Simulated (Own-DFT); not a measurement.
GaN (wurtzite, atoms displaced) (calculated)

Computed with Own-DFT development build. A calculation, not a measurement: plane-wave PBE density functional theory by an unreviewed code, no spin, of a simulated periodic cell, stress positive in tension, free energy of the whole cell less one offset for each atom, forces on such cells passed a denser k mesh, this cell's mesh not checked; offsets are fitted by least squares, one for each functional and potential file, so energies compare only between cells with the same atoms and settings and are not formation energies; the far tail of each file's local potential was reset to the Coulomb form; each entry is a single point on an unrelaxed cell, so the pressure reflects the starting lattice, mostly measured values (interpolated for alloys), from which strain is counted, and rises with the displacements; printed positions are rounded, which can move forces by about a meV/angstrom; the program, named Own-DFT, is a retired in-house code; no spin-orbit coupling.

Settings shared by all entries: functional PBE; potential files PseudoDojo norm-conserving, scalar-relativistic, standard set with the stringent files for Ga; wave cutoff 96 hartree; occupations Gaussian; smearing width 0.01 eV; k mesh 3 x 4 x 3 centred on Gamma.

(1) GaN (wurtzite, atoms displaced)

```xyz
96
Lattice="12.7560 0.0000 0.0000 -4.7835 8.2853 0.0000 0.0000 0.0000 10.3700" Properties=species:S:1:pos:R:3 GaN
Ga    -0.0362     1.8631     0.1046
Ga     1.6350     0.8814     2.6280
N     -0.0232     1.7843     1.8765
N      1.6094     0.9140     4.5252
Ga     0.0023     1.9242     5.1639
Ga     1.5430     0.9134     7.7098
N      0.0275     1.7570     7.0748
N      1.6049     0.9484     9.6782
Ga    -1.6267     4.5738    10.2113
Ga     0.0954     3.6529     2.6706
N     -1.5438     4.6241     1.9478
N     -0.0042     3.6799     4.5979
Ga    -1.6121     4.5852     5.1056
Ga     0.0285     3.6750     7.8967
N     -1.5006     4.6038     7.0863
N     -0.0593     3.7101     9.6843
Ga    -3.1922     7.3898    10.3657
Ga    -1.5967     6.4551     2.6398
N     -3.2365     7.4388     2.0611
N     -1.5056     6.4467     4.4986
Ga    -3.2196     7.3712     5.1882
Ga    -1.6433     6.4155     7.8471
N     -3.1837     7.3891     7.2360
N     -1.5364     6.4350     9.7219
Ga     3.1573     1.8602     0.0363
Ga     4.7857     0.9268     2.6706
N      3.0658     1.8631     2.0197
N      4.7432     0.8855     4.5410
Ga     3.2225     1.8990     5.2297
Ga     4.7496     0.9804     7.7487
N      3.2214     1.9249     7.1639
N      4.7782     0.9995     9.7366
Ga     1.6068     4.6035    10.3350
Ga     3.2199     3.6716     2.7227
N      1.5619     4.6697     1.8852
N      3.2579     3.7165     4.5680
Ga     1.5527     4.5731     5.1993
Ga     3.1883     3.6240     7.7580
N      1.5737     4.5636     7.1780
N      3.1605     3.6843     9.7651
Ga    -0.0069     7.3605     0.0305
Ga     1.6330     6.5011     2.6928
N     -0.0135     7.4115     1.9763
N      1.5778     6.4686     4.5658
Ga    -0.0005     7.4109     5.2424
Ga     1.6770     6.5214     7.7521
N      0.1083     7.3599     7.1886
N      1.6358     6.4565     9.7916
Ga     6.3984     1.8252     0.0209
Ga     7.9706     0.9219     2.6595
N      6.3576     1.8562     1.9927
N      7.8606     0.8837     4.5685
Ga     6.4182     1.8700     5.1954
Ga     8.0373     0.9430     7.8145
N      6.3600     1.8123     7.1136
N      7.9353     0.9036     9.7700
Ga     4.7310     4.5689    10.2484
Ga     6.3092     3.6435     2.6139
N      4.8385     4.6208     1.9694
N      6.3048     3.7192     4.4924
Ga     4.8144     4.5356     5.1249
Ga     6.4202     3.7951     7.7751
N      4.7898     4.6050     7.0555
N      6.3692     3.7079     9.7170
Ga     3.2361     7.3581     0.0140
Ga     4.8114     6.4846     2.6471
N      3.2301     7.3817     1.9653
N      4.8113     6.4857     4.5094
Ga     3.1846     7.4382     5.1444
Ga     4.7276     6.4094     7.9114
N      3.1793     7.3822     7.0975
N      4.7975     6.4230     9.6722
Ga     9.5742     1.8785    10.2969
Ga    11.1228     0.8696     2.5627
N      9.6232     1.8783     1.9156
N     11.1775     0.9473     4.5350
Ga     9.5760     1.9141     5.2116
Ga    11.2426     0.8853     7.7524
N      9.5842     1.8069     7.1516
N     11.1609     0.8615     9.6934
Ga     7.9505     4.6200    10.3633
Ga     9.5702     3.6213     2.5353
N      7.9774     4.6666     1.9687
N      9.5466     3.6280     4.5365
Ga     8.0393     4.6082     5.1661
Ga     9.5735     3.6562     7.7773
N      7.8905     4.5435     7.1270
N      9.5396     3.7057     9.7591
Ga     6.3397     7.3987    10.3636
Ga     7.9613     6.5378     2.5552
N      6.3965     7.2873     1.9182
N      7.9756     6.4670     4.5167
Ga     6.4220     7.3849     5.1765
Ga     8.0242     6.3627     7.7796
N      6.3153     7.3206     7.2976
N      8.0394     6.5391     9.7703
```

| Item | Value |
| --- | --- |
| free energy of cell above offsets | -4.804 eV |
| pressure | 7.01 GPa |
| stress xx | -6.25 GPa |
| stress yy | -6.5 GPa |
| stress zz | -8.27 GPa |
| stress yz | 0.14 GPa |
| stress xz | 0.28 GPa |
| stress xy | -0.29 GPa |

Force:
```
element  x (eV/Å)  y (eV/Å)  z (eV/Å)
     Ga     0.454     -0.35    -3.313
     Ga    -1.281     1.145     0.006
      N     0.246      0.45      3.56
      N    -0.106     0.767     1.407
     Ga     0.261    -2.094     0.112
     Ga     1.446     0.573     1.329
      N    -0.691     1.686     0.303
      N    -0.493     0.158     0.535
     Ga     0.466     1.118     2.841
     Ga    -1.049     0.456     -1.94
      N    -0.394    -0.638    -0.116
      N     0.161     0.439    -0.962
     Ga     0.172     0.878     0.728
     Ga     0.047    -0.468    -3.237
      N    -1.604    -0.317     0.524
      N     0.971    -1.008     2.148
     Ga     1.143     0.723     0.813
     Ga     0.085    -0.209    -1.628
      N     1.274    -1.606    -1.898
      N    -1.419    -0.174     1.879
     Ga     1.072     0.012     0.123
     Ga     1.716     0.469    -1.435
      N     0.054    -1.209    -1.789
      N    -1.088     0.192     0.718
     Ga     0.167     -0.32     0.206
     Ga    -0.756     0.068    -1.401
      N     2.219     0.494    -0.648
      N     0.487      1.25     1.133
     Ga    -0.387    -0.913    -0.561
     Ga     1.008    -0.984     0.902
      N    -1.101    -2.475    -1.026
      N      -0.2    -0.802       0.1
     Ga    -0.634     0.553     0.508
     Ga    -0.359     0.858    -2.973
      N     0.827    -0.586     1.792
      N    -2.029    -0.481     0.769
     Ga     1.045     1.159     0.808
     Ga     0.156     2.539     0.701
      N     0.577     0.541    -0.344
      N    -0.113    -0.403    -1.127
     Ga     0.812     0.701     -0.07
     Ga    -0.713    -0.549    -1.922
      N     0.252    -0.188     0.062
      N     0.305     -0.58     0.784
     Ga     0.197    -0.772     0.244
     Ga    -0.756    -1.481     1.117
      N    -2.357     0.628    -0.305
      N    -0.196     0.162     -0.99
     Ga    -0.838      0.52     0.091
     Ga     0.149     0.343    -1.286
      N     0.425    -0.639    -0.333
      N     2.045     1.772    -0.568
     Ga    -1.621     0.295     0.274
     Ga     -1.64     -0.62    -0.421
      N     0.941     1.085     0.599
      N     1.143     0.345    -0.471
     Ga     0.813     0.361     2.248
     Ga     1.351     1.183    -1.054
      N    -1.537     0.058    -0.734
      N     2.617    -1.136     0.857
     Ga    -0.327     2.748     1.298
     Ga    -2.936    -2.666     0.351
      N     -0.31     0.034     1.324
      N      0.33    -0.281    -0.067
     Ga    -0.595    -0.182     0.448
     Ga    -0.201    -1.072    -1.169
      N    -0.074     0.273     0.214
      N    -0.202    -0.131     1.344
     Ga     0.516    -2.238     1.005
     Ga    -0.048      0.12    -4.542
      N     1.389     0.445     0.377
      N     -0.23     0.091     3.341
     Ga    -0.016    -1.095     0.735
     Ga     0.683     0.294     0.083
      N    -1.096    -1.516    -0.157
      N     -0.41     0.094     0.004
     Ga    -0.165     -2.26     0.004
     Ga    -0.755    -0.327     0.251
      N     0.618     0.664    -0.046
      N    -0.158     1.801     0.374
     Ga    -0.272     0.893      1.01
     Ga     0.275     2.241    -0.085
      N    -0.037    -0.973    -0.002
      N     0.251     1.173    -0.454
     Ga    -1.621     0.225    -0.532
     Ga      0.37     0.295    -0.416
      N     3.527     1.313     -0.96
      N    -0.443    -0.286    -1.304
     Ga     0.771    -1.084    -0.242
     Ga     0.489    -1.822     0.382
      N    -1.062     1.631    -0.099
      N      0.25    -0.483      0.66
     Ga    -0.994    -0.189     1.227
     Ga     -1.18     1.307     0.639
      N     1.327    -0.261    -1.952
      N    -1.403    -1.754    -0.709
```

(2) GaN (wurtzite, atoms displaced)

```xyz
96
Lattice="12.7560 0.0000 0.0000 -4.7835 8.2853 0.0000 0.0000 0.0000 10.3700" Properties=species:S:1:pos:R:3 GaN
Ga    -0.0748     1.7956     0.0504
Ga     1.6433     0.9014     2.6285
N     -0.0326     1.8997     1.8799
N      1.5876     0.9688     4.4853
Ga    -0.1214     1.7630     5.1119
Ga     1.5958     0.9059     7.6356
N     -0.0939     1.8937     7.2210
N      1.5720     0.9187     9.7276
Ga    -1.5794     4.6732    10.3273
Ga    -0.0461     3.7240     2.5213
N     -1.6015     4.6889     2.0077
N     -0.0158     3.6965     4.5744
Ga    -1.5527     4.5887     5.2087
Ga    -0.0142     3.6491     7.7537
N     -1.5234     4.6057     7.1224
N      0.0142     3.7436     9.7273
Ga    -3.2609     7.3267    10.3116
Ga    -1.6061     6.3633     2.6692
N     -3.1427     7.3386     1.9117
N     -1.5118     6.4375     4.6242
Ga    -3.2376     7.3056     5.1825
Ga    -1.6448     6.3775     7.7459
N     -3.2294     7.2917     7.1331
N     -1.5824     6.4871     9.5893
Ga     3.2056     1.7753     0.0015
Ga     4.7913     1.0274     2.6001
N      3.1855     1.8824     1.9715
N      4.7140     0.9758     4.5896
Ga     3.1739     1.8156     5.1433
Ga     4.7782     0.9622     7.7711
N      3.1545     1.8631     7.1908
N      4.7037     0.9160     9.7914
Ga     1.5927     4.5864    10.2826
Ga     3.1905     3.7082     2.6009
N      1.5982     4.6112     1.9309
N      3.2862     3.6745     4.6114
Ga     1.5890     4.6829     5.1416
Ga     3.1427     3.6963     7.8073
N      1.5966     4.6217     7.1366
N      3.1572     3.6571     9.7728
Ga     0.0462     7.3975    10.3025
Ga     1.5282     6.4684     2.6311
N      0.0402     7.3219     2.0006
N      1.5904     6.4891     4.4822
Ga     0.0925     7.4574     5.1766
Ga     1.5788     6.4189     7.7307
N      0.0159     7.4222     7.2037
N      1.6049     6.4641     9.7794
Ga     6.4116     1.8800     0.0174
Ga     7.8872     0.9301     2.5921
N      6.3844     1.8216     1.9255
N      8.0102     0.8839     4.5522
Ga     6.3780     1.9702     5.2108
Ga     7.9955     0.9280     7.7595
N      6.3743     1.8225     7.1344
N      7.9537     0.9200     9.7862
Ga     4.8388     4.6701     0.0173
Ga     6.3507     3.6032     2.6367
N      4.7561     4.5672     2.0406
N      6.3273     3.6073     4.5605
Ga     4.7829     4.6106     5.1873
Ga     6.3120     3.7369     7.7556
N      4.7966     4.5755     7.1699
N      6.3713     3.6417     9.8128
Ga     3.1282     7.4002     0.0328
Ga     4.7040     6.4347     2.5996
N      3.2493     7.4446     1.9695
N      4.8546     6.4481     4.5038
Ga     3.2061     7.3943     5.1567
Ga     4.7862     6.4040     7.7256
N      3.2203     7.3441     7.1031
N      4.7731     6.3876     9.6877
Ga     9.5763     1.8391    10.2903
Ga    11.2627     0.8979     2.6002
N      9.5477     1.8737     2.0014
N     11.1881     0.9496     4.5453
Ga     9.5991     1.7882     5.2075
Ga    11.1632     0.9394     7.7902
N      9.4988     1.8348     7.1755
N     11.1824     1.0037     9.7292
Ga     7.9940     4.4721    10.3475
Ga     9.6203     3.7116     2.5725
N      8.0759     4.6288     1.9547
N      9.5790     3.6333     4.5013
Ga     7.9903     4.6910     5.2332
Ga     9.5634     3.7825     7.7918
N      7.9823     4.6170     7.1773
N      9.5933     3.6069     9.7734
Ga     6.3895     7.4426     0.0116
Ga     7.9587     6.4445     2.5872
N      6.3876     7.3446     1.9243
N      8.0120     6.4795     4.6638
Ga     6.3765     7.3606     5.1552
Ga     7.9947     6.4172     7.8612
N      6.4473     7.3980     7.1354
N      7.9866     6.4589     9.7832
```

| Item | Value |
| --- | --- |
| stress yy | withheld |
| stress xx | withheld |

**Q.** Give the missing stress yy for GaN (wurtzite, atoms displaced) (entry 2).
**A.** -8.07 GPa

**Q.** Give the missing stress xx for GaN (wurtzite, atoms displaced) (entry 2).
**A.** -7.44 GPa

Further results for GaN (wurtzite, atoms displaced) (entry 2):

| Quantity | Value |
| --- | --- |
| free energy of cell above offsets | -5.066 eV |
| pressure | 7.07 GPa |
| stress zz | -5.69 GPa |
| stress yz | -0.04 GPa |
| stress xz | -0.7 GPa |
| stress xy | 0.12 GPa |

Force:
```
element  x (eV/Å)  y (eV/Å)  z (eV/Å)
     Ga     2.406     1.466    -1.708
     Ga    -0.351     0.061    -1.958
      N     0.775    -0.637     2.155
      N    -0.809    -1.018      1.73
     Ga     3.543     2.737     1.846
     Ga     -0.89      -0.1     1.988
      N     1.392    -1.487     -2.15
      N    -0.418    -0.198    -0.439
     Ga     0.171    -0.039     0.538
     Ga     1.015    -0.063     0.869
      N     0.197    -1.842    -1.932
      N     0.764     -0.71     -0.85
     Ga     -0.78    -0.015     -0.58
     Ga     0.757     1.069     0.894
      N    -1.388    -0.491     0.247
      N    -0.976     -1.03    -0.162
     Ga     2.351     1.382     0.701
     Ga     0.555      2.88     0.113
      N    -0.534     0.312      0.85
      N    -0.893     0.481    -0.191
     Ga     2.772     1.475     0.419
     Ga     1.174     1.524    -0.944
      N     0.428     0.852    -0.336
      N    -0.408    -0.374     2.291
     Ga    -1.909     1.152     0.393
     Ga    -0.717    -1.905     0.058
      N     0.045    -0.348    -0.009
      N     2.034    -0.198    -0.866
     Ga    -0.731     1.138     1.289
     Ga    -0.328    -0.244     0.696
      N     0.426    -0.027    -1.243
      N     2.483      0.37    -1.143
     Ga     0.251     0.509     1.434
     Ga    -1.061    -0.288     0.316
      N    -0.058     0.203     0.299
      N    -2.029     0.355    -0.823
     Ga     0.291    -1.425     0.318
     Ga     0.274     -0.25     0.253
      N    -0.282    -0.319    -0.487
      N     1.292     0.176    -0.467
     Ga     -1.03    -0.744     1.214
     Ga     1.555    -0.742    -1.732
      N    -1.698     1.661    -0.941
      N     0.789    -0.037     1.618
     Ga    -1.196     -0.49     0.856
     Ga     0.265     0.943     0.962
      N    -0.299    -0.707    -1.095
      N      0.11    -0.342    -1.276
     Ga    -1.118    -1.415    -0.405
     Ga     2.227     0.415     0.491
      N    -0.499     0.585      0.48
      N    -0.921      1.15    -0.031
     Ga     0.249    -3.827     0.736
     Ga    -1.168    -0.781     0.639
      N     0.139     0.919     0.505
      N     0.217     0.153      -1.2
     Ga    -1.216    -1.453     0.709
     Ga     0.942      1.49    -0.664
      N     1.115     0.748    -1.129
      N     1.135     3.505    -0.446
     Ga     0.404      0.28     0.228
     Ga     1.588    -1.586     1.069
      N    -1.039     0.472    -0.882
      N    -0.073     1.027    -1.486
     Ga       1.1    -0.721     -0.12
     Ga     1.215     0.062     -0.52
      N    -1.298    -1.156    -0.174
      N    -0.855    -0.228     0.811
     Ga     0.147    -0.672     0.178
     Ga     0.431     0.988     0.538
      N    -0.357     0.101     0.174
      N     0.259     1.967     0.351
     Ga    -0.344    -0.939     2.206
     Ga    -1.997       0.5    -0.714
      N     0.553    -0.762    -0.843
      N    -2.017    -2.138    -0.869
     Ga    -0.908     1.022    -0.247
     Ga    -0.749    -0.351      0.01
      N     1.579     0.975    -0.393
      N    -1.168    -1.662    -0.449
     Ga     0.009     1.717     1.077
     Ga    -0.426    -0.898     0.257
      N    -1.882    -0.518     0.051
      N    -0.207     0.863     1.502
     Ga      0.29    -2.114    -0.704
     Ga     0.733    -1.664    -0.053
      N    -0.715    -0.068    -0.073
      N      0.25     1.964    -1.205
     Ga    -0.578    -0.971    -0.625
     Ga     0.735     -0.13    -0.165
      N    -0.278     0.185     0.853
      N    -1.858    -0.719    -2.417
     Ga      0.25     0.434     0.927
     Ga    -0.795      0.79    -0.434
      N     -0.85    -0.587     0.046
      N    -1.582    -1.625    -0.609
```
